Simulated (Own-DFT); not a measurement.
## Calculated data, Hf36O71 (tetragonal hafnia with one neutral oxygen vacancy, atoms displaced)

All values are calculated (Own-DFT development build). A calculation, not a measurement: plane-wave PBE and HSE06 DFT by an unreviewed code, no spin, of a simulated cell at Gamma alone, so results move with cell size and shape, stress positive in tension, energies less offsets, not probed for a lower state with spin; hafnium file: forces about 75 meV/angstrom off all-electron values; oxygen file: force components 24 meV/angstrom off all-electron in a glass; k mesh not checked against a denser one; forces and stress are PBE's, HSE06 gives the energy alone, and its difference from PBE has offsets of its own; offsets are fitted by least squares, one for each functional and potential file, so energies compare only between cells with the same atoms and settings and are not formation energies; the far tail of each file's local potential was reset to the Coulomb form; each entry is a single point on an unrelaxed cell, so the pressure reflects the starting lattice, taken from the Materials Project, from which strain is counted, and rises with the displacements; printed positions are rounded, which can move forces by about a meV/angstrom; the program is a retired in-house code; no spin-orbit coupling.

Common to all runs: first functional PBE; second functional HSE06; exact exchange share 0.25; screening 0.11 1/bohr; exchange divergence Gygi-Baldereschi; potential files PseudoDojo norm-conserving, scalar-relativistic, made for PBE, standard set; wave cutoff 48 hartree; occupations fixed; k mesh 1 x 1 x 1 centred on Gamma.

(1) 
```xyz
107
Lattice="10.7800 0.0000 0.0000 0.0000 10.7800 0.0000 0.0000 0.0000 10.4493" Properties=species:S:1:pos:R:3:force_x:R:1:force_y:R:1:force_z:R:1 formula=Hf36O71 PBE_energy_of_cell_above_offsets=-96.701 HSE06_less_PBE_above_offsets=0.082 PBE_pressure=2.54 PBE_stress_xx=-3 PBE_stress_yy=-1.63 PBE_stress_zz=-3 PBE_stress_yz=1.75 PBE_stress_xz=-0.05 PBE_stress_xy=-0.01
Hf     0.0201     0.0245    10.4279     -1.143     -0.424      -0.06
Hf     1.8060     1.8091     2.6361     -1.103      0.233     -1.186
O     10.7587     1.7712     1.5307      0.812       0.34      1.012
O      1.8609    10.6692     3.5757      0.062      2.217      0.801
O      0.0018     1.7699     4.0617      0.453      -0.01      1.222
O      1.7484     0.0830     1.0548      1.395     -0.428     -0.167
Hf    10.7610    10.7593     5.1919      -0.07      0.137      0.767
Hf     1.9005     1.8523     7.8091     -1.821     -0.405      0.994
O      0.0229     1.8274     6.7659      -0.34      0.473      0.054
O      1.8565    10.7670     8.7941      0.101      0.217      0.714
O      0.1134     1.7724     9.4735     -0.414      1.131     -1.064
O      1.7941     0.0210     6.2662     -0.842      0.437     -0.993
Hf     0.0332     3.6288    10.3789      0.858     -2.003      0.783
Hf     1.8188     5.4505     2.5561     -0.401      0.818      1.225
O      0.0568     5.4707     1.5503     -1.686     -0.306     -0.193
O      1.7876     3.7624     3.6037      0.122     -3.496      0.707
O      0.0107     5.3540     4.1374     -0.604      0.878       0.72
O      1.8194     3.5296     0.9636     -0.171       0.35      0.791
Hf     0.0021     3.5649     5.2175      0.042      1.379     -0.408
Hf     1.7996     5.4525     7.8226      0.039     -0.114      0.677
O      0.0943     5.3547     6.7470     -1.688     -0.046      0.642
O      1.7718     3.6779     8.9207      0.228     -0.957      -1.06
O      0.0075     5.3530     9.4402     -0.358      1.775     -0.623
O      1.7875     3.6229     6.3371     -0.318     -0.443     -0.694
Hf    10.7361     7.1325     0.0827      1.591      1.258     -1.545
Hf     1.7980     8.9539     2.5861     -0.408     -0.815     -0.561
O     10.7664     8.9516     1.6027      0.595     -0.563     -0.594
O      1.7357     7.2219     3.6650      0.482     -0.342     -0.321
O      0.0105     8.9977     4.1442      0.026      0.805      0.615
O      1.8447     7.1366     1.0498     -0.893      0.633     -0.668
Hf    10.7439     7.3121     5.2366      1.041     -1.921     -1.273
Hf     1.7228     8.9570     7.8398      1.169       1.74      0.151
O      0.0822     9.0101     6.7981     -2.121     -0.194     -1.325
O      1.7945     7.3032     8.8179      0.192     -2.482      1.437
O     10.7201     8.9967     9.3636      0.382      -0.26      1.037
O      1.7742     7.2212     6.2555      0.361     -0.149     -0.059
Hf     3.5680     0.1192    10.4372      0.096     -2.562       0.23
Hf     5.3586     1.8675     2.6038      1.014     -1.608      0.525
O      3.5921     1.8693     1.5951      -0.09     -0.645       0.08
O      5.3795    10.7668     3.6573     -0.329      0.866     -1.082
O      3.6094     1.7790     4.2956     -1.105      1.679     -1.381
O      5.3793    10.7405     0.9741     -0.599      0.512      0.465
Hf     3.4641     0.0430     5.1702      2.484     -1.182      1.223
Hf     5.4536     1.7975     7.8958     -1.383     -1.098      0.031
O      3.5873     1.8412     6.8199      1.064      0.125      0.159
O      5.3621    10.6926     8.8911      0.266      2.614     -0.514
O      3.5742     1.7522     9.3951      0.261      2.134     -0.277
O      5.4030     0.0509     6.1726     -0.502      0.018       0.63
Hf     3.6386     3.6085    10.4333     -1.641     -0.062     -0.528
Hf     5.3731     5.3816     2.5274     -1.722      0.116      2.375
O      3.5670     5.4764     1.5460       1.63      -0.69      -0.32
O      5.3368     3.5935     3.6077      0.539      0.653     -0.622
O      3.5680     5.3547     4.1344      0.313      1.511      0.726
O      5.3469     3.5493     1.0205      1.047       0.75      0.404
Hf     3.4602     3.6685     5.2539      1.818      0.003     -0.602
Hf     5.3691     5.3437     7.8488      0.519       1.01     -0.814
O      3.5945     5.3737     6.8920     -0.384      -0.12     -1.004
O      5.4020     3.6398     8.9438     -0.226     -0.974     -0.665
O      3.5488     5.3526     9.4025      0.472      1.097      0.603
O      5.3643     3.6510     6.1260      0.371      0.406      1.219
Hf     3.6209     7.2039     0.0230     -0.557      0.486     -1.336
Hf     5.2530     8.9506     2.6244      3.009      2.919      0.201
O      3.6274     8.8710     1.5737     -2.251      0.376     -0.174
O      5.2386     7.3175     3.5738      0.585     -4.128      0.676
O      3.5577     8.9544     4.2155     -0.274      1.418     -0.333
O      5.4078     7.2474     0.9929      0.581     -1.088      0.213
Hf     3.5379     7.2974     5.2293      0.807     -1.819      0.194
Hf     5.3216     9.0026     7.8674      1.046     -0.077     -0.986
O      3.5802     9.0104     6.8903      -0.37     -0.454     -1.097
O      5.3539     7.2008     8.7466      0.352     -1.549      1.128
O      3.7463     9.0042     9.4933     -0.721     -0.121      0.441
O      5.3965     7.1428     6.2050     -0.454     -0.407     -0.229
Hf     7.1379    10.7396    10.4302      0.981      0.516      1.014
Hf     9.0192     1.8571     2.6008     -0.281     -1.108     -0.601
O      7.2044     1.8156     1.6503     -0.717      0.315     -0.195
O      8.9149    10.6996     3.5519      0.588      1.877      1.349
O      7.2881     1.7852     4.1892     -0.046      1.303      0.392
O      9.0001    10.7736     1.0017     -0.357     -0.127      -0.39
Hf     7.2215     0.0771     5.1792     -1.115      -2.88      0.459
Hf     8.9760     1.7973     7.8212      0.707     -1.048      0.232
O      7.1047     1.8232     6.8626      2.061      0.365     -0.897
O      9.0097     0.0752     8.8368     -0.322     -0.512      0.049
O      7.1023     1.7477     9.4571     -0.096      1.275     -0.124
O      9.0501    10.7756     6.3351     -0.424      0.667     -1.679
Hf     7.2099     3.6605     0.0505     -0.076     -2.335      -0.52
Hf     8.9624     5.3847     2.5834      1.729      0.518      2.218
O      7.1596     5.2922     1.6011      0.411      0.495     -0.817
O      9.0201     3.6496     3.6640     -0.176     -0.562      -0.39
O      7.2668     5.4003     4.2164     -0.729     -0.494      0.019
O      9.0184     3.5009     1.0374     -0.237       1.26     -0.169
Hf     7.2364     3.5695     5.2869     -1.737      0.488     -1.422
Hf     8.9887     5.3664     7.7979      0.186      0.473     -0.369
O      8.9518     3.5965     8.8180        0.3     -0.375      0.461
O      7.2254     5.3189     9.3862      0.061      1.851      0.372
O      8.9456     3.6500     6.2395      1.063      0.109      0.583
Hf     7.1767     7.1659     0.0777     -0.351      1.483     -2.207
Hf     8.9536     8.9980     2.5893      0.158     -0.148      0.586
O      7.2300     8.9560     1.6731     -1.668     -0.492     -1.188
O      8.9558     7.2470     3.7214      0.324      -1.12     -1.443
O      7.1284     8.9819     4.2518      0.246     -0.185      0.487
O      8.9613     7.1849     0.9521     -0.398     -0.834      1.094
Hf     7.1776     7.1263     5.2667      0.586      2.294     -0.271
Hf     8.9659     8.9115     7.8282      0.417      2.261     -0.156
O      7.2496     8.9819     6.8162     -1.023     -0.238      0.533
O      9.0412     7.2159     8.7765     -0.405     -2.119      1.168
O      7.1382     9.0166     9.4596      0.687     -1.954      0.037
O      9.0697     7.2120     6.2531     -1.584     -0.586       0.67
```

Units: PBE_energy_of_cell_above_offsets, HSE06_less_PBE_above_offsets in eV; PBE_pressure, PBE_stress_xx, PBE_stress_yy, PBE_stress_zz, PBE_stress_yz, PBE_stress_xz, PBE_stress_xy in GPa; force_x, force_y, force_z in eV/Å.

(2) 
```xyz
107
Lattice="10.7800 0.0000 0.0000 0.0000 10.7800 0.0000 0.0000 0.0000 10.4493" Properties=species:S:1:pos:R:3:force_x:R:1:force_y:R:1:force_z:R:1 formula=Hf36O71 PBE_energy_of_cell_above_offsets=-100.718 HSE06_less_PBE_above_offsets=-0.138 PBE_pressure=1.3 PBE_stress_xx=-0.72 PBE_stress_yy=-0.96 PBE_stress_zz=-2.21 PBE_stress_yz=0.54 PBE_stress_xz=-0.03 PBE_stress_xy=0.01
Hf    10.7685     0.0162     0.0157      0.318     -0.866      0.068
Hf     1.8014     1.8003     2.6151     -0.016     -0.841      0.099
O     10.7659     1.8006     1.5529      0.851       0.17     -0.216
O      1.7845    10.7659     3.5967      0.263     -0.077     -0.082
O      0.0247     1.7713     4.1456      0.072      1.055      1.052
O      1.8270     0.0414     1.0100     -0.247     -0.128     -0.467
Hf    10.7775     0.0175     5.2346     -0.298     -0.481     -0.383
Hf     1.7533     1.8375     7.8482      0.132     -1.205     -0.506
O      1.8279    10.7517     8.8187     -0.045      0.542     -0.039
O      0.0436     1.7534     9.4109      -0.12      0.854      -0.49
O      1.8106    10.7762     6.2084     -0.422       0.27      0.233
Hf     0.0366     3.5522     0.0037     -1.331      0.826     -0.169
Hf     1.7709     5.3604     2.6139     -0.198      0.768     -0.072
O      0.0001     5.4344     1.5993     -0.196      -0.24      0.606
O      1.8107     3.6113     3.6477      0.023     -0.333     -0.215
O      0.0235     5.4524     4.2026      0.245     -0.801      -0.01
O      1.7301     3.6271     1.0126      1.301      0.139      0.302
Hf    10.7789     3.6304     5.2152     -0.073     -0.713     -0.194
Hf     1.7943     5.4131     7.8655      0.085     -0.212     -0.359
O     10.7696     5.3749     6.8375      0.865     -0.041     -0.274
O      1.8182     3.5906     8.8551     -0.502      0.796      0.008
O     10.7047     5.4469     9.4726      0.589     -0.837     -0.431
O      1.8138     3.6164     6.2015     -0.528      -0.22      0.617
Hf    10.7738     7.2225     0.0536     -0.551      -0.96     -0.224
Hf     1.7971     8.9705     2.5944      0.525       0.98      0.055
O      0.0438     9.0493     1.5590     -0.578     -0.489      0.157
O      1.8332     7.2457     3.5983     -0.177     -1.417      0.447
O      0.0171     8.9944     4.2121     -0.068     -0.575     -0.276
O      1.7779     7.1554     1.0043      0.883      0.188     -0.028
Hf     0.0570     7.1937     5.2215      -2.01      1.171      0.046
Hf     1.8042     8.9573     7.8009     -0.056      1.147      -0.13
O      0.0178     8.9870     6.8176     -0.369      0.021      0.294
O      1.8323     7.2257     8.7973      0.139     -1.257      0.554
O     10.7551     8.9133     9.4685      0.249      1.715     -0.378
O      1.7610     7.2652     6.2297      1.077     -0.773      0.231
Hf     3.6241     0.0045    10.4145     -1.014      0.577      0.267
Hf     5.3885     1.7995     2.5871     -0.108      -1.39      0.114
O      3.5655     1.7966     1.5901      0.478      0.452      0.529
O      5.3733     0.0062     3.6550       0.06     -0.059     -0.571
O      3.6077     1.7040     4.2404     -0.253      1.754     -0.393
O      5.3886     0.0590     1.0153     -0.013     -0.143     -0.137
Hf     3.6045    10.7404     5.2270      0.056     -0.163      0.001
Hf     5.3823     1.8135     7.8071     -0.603      -0.19      0.399
O      3.5699     1.7790     6.8082      0.187      0.408      0.519
O      5.3516     0.0041     8.8107       0.18      0.281      0.785
O      3.5938     1.8586     9.4954      0.147     -0.486     -0.474
O      5.3817    10.7522     6.2427     -0.169      0.231      0.205
Hf     3.6180     3.6732    10.4463     -0.771     -1.659      0.257
Hf     5.3894     5.3279     2.5959      0.213      1.481      0.367
O      3.6013     5.3800     1.6319     -0.095     -0.265     -0.455
O      5.3833     3.5298     3.6200      0.189      1.097      0.095
O      3.5964     5.4128     4.2137       0.19     -0.571      0.007
O      5.3763     3.5771     0.9649      0.591      0.318      0.933
Hf     3.6037     3.5893     5.2436     -0.671      -0.49     -0.765
Hf     5.4218     5.3820     7.8125     -0.226      0.306      0.444
O      3.6443     5.3808     6.8162     -1.159       0.23      0.281
O      5.3968     3.6108     8.8554      0.027     -0.082     -0.339
O      3.6033     5.3684     9.4420     -0.237      1.107     -0.434
O      5.3595     3.6141     6.2067      1.119      0.033      0.431
Hf     3.6013     7.1740     0.0018      0.066      0.721      0.407
Hf     5.4045     8.9774     2.6335      0.262     -0.069       0.34
O      3.6342     8.9569     1.6340     -0.664      0.222     -0.373
O      5.4047     7.2286     3.6572      0.158     -1.471     -0.354
O      3.6194     8.9104     4.2298     -0.125      1.418      -0.31
O      5.3789     7.2131     1.0216      0.339     -0.325     -0.461
Hf     3.5629     7.2019     5.2054      0.862     -0.272      0.414
Hf     5.3891     8.9812     7.8651       0.17      0.006     -1.059
O      3.6333     8.9523     6.8117     -0.557     -0.102      0.241
O      5.4001     7.1912     8.8288     -0.153     -0.628      0.379
O      3.5831     8.9742     9.4651      0.357     -0.204     -0.098
O      5.4437     7.2165     6.2407     -1.879     -0.364      0.408
Hf     7.1225    10.7689    10.4377       1.21       0.44      0.558
Hf     9.0248     1.8223     2.5934     -0.504     -0.979      0.621
O      7.2182     1.7983     1.6165     -0.745      0.275      -0.22
O      9.0129     0.0057     3.6631       0.04     -0.349     -0.505
O      7.2087     1.7495     4.2310     -0.166      1.372      0.051
O      9.0026     0.0530     1.1126     -0.452     -0.541     -1.402
Hf     7.1541    10.7481     5.2214      0.698     -0.038      0.219
Hf     8.9611     1.8013     7.8206      0.251     -0.352     -0.306
O      7.1404     1.7815     6.8386      0.537      0.408       -0.2
O      8.9967    10.7723     8.8223     -0.062      0.245      0.828
O      7.1955     1.7901     9.4298     -0.118       0.08       0.35
O      9.0047    10.7677     6.2583     -0.157      0.811     -0.017
Hf     7.1931     3.6151     0.0192      0.734     -0.415      -0.29
Hf     8.9598     5.4145     2.6548      0.313       0.16     -0.741
O      7.1832     5.4280     1.5794     -0.454     -0.644      0.072
O      9.0128     3.5923     3.6314     -0.061      0.431       0.66
O      7.2357     5.4282     4.1808       -0.7     -1.475      0.241
O      8.9913     3.5931     1.0932      0.044       0.05     -1.191
Hf     7.1655     3.6067     5.1995      0.651     -0.953     -0.222
Hf     8.9849     5.3974     7.7944      0.234      0.809        0.9
O      7.1856     5.4624     6.8333     -0.083     -0.719     -0.721
O      8.9596     3.6038     8.7890      0.164     -0.399      0.722
O      7.1919     5.3759     9.3988      0.046       0.29      0.208
O      8.9841     3.5881     6.2612     -0.326     -0.139      -0.55
Hf     7.1987     7.2008    10.3713     -0.144     -0.847      1.174
Hf     9.0237     8.9899     2.5625     -0.541      0.423      1.367
O      7.1888     9.0206     1.6138      0.221      0.063     -0.435
O      8.9459     7.1630     3.6510      0.393      1.035     -0.461
O      7.1649     9.0151     4.2315      0.048     -0.802     -0.245
O      8.9614     7.1503     1.0200      0.097      0.623      0.149
Hf     7.1130     7.1601     5.2539      1.866      1.424     -0.649
Hf     8.9815     8.9666     7.8692      0.368      0.548     -1.484
O      7.1661     8.9986     6.8185      0.333      0.071       0.55
O      8.9824     7.2754     8.8784     -0.638     -1.842      0.208
O      7.1538     8.9572     9.4377     -0.167       1.21      -0.17
O      8.9815     7.1864     6.2887      0.292     -0.149     -0.489
```

Units: PBE_energy_of_cell_above_offsets, HSE06_less_PBE_above_offsets in eV; PBE_pressure, PBE_stress_xx, PBE_stress_yy, PBE_stress_zz, PBE_stress_yz, PBE_stress_xz, PBE_stress_xy in GPa; force_x, force_y, force_z in eV/Å.
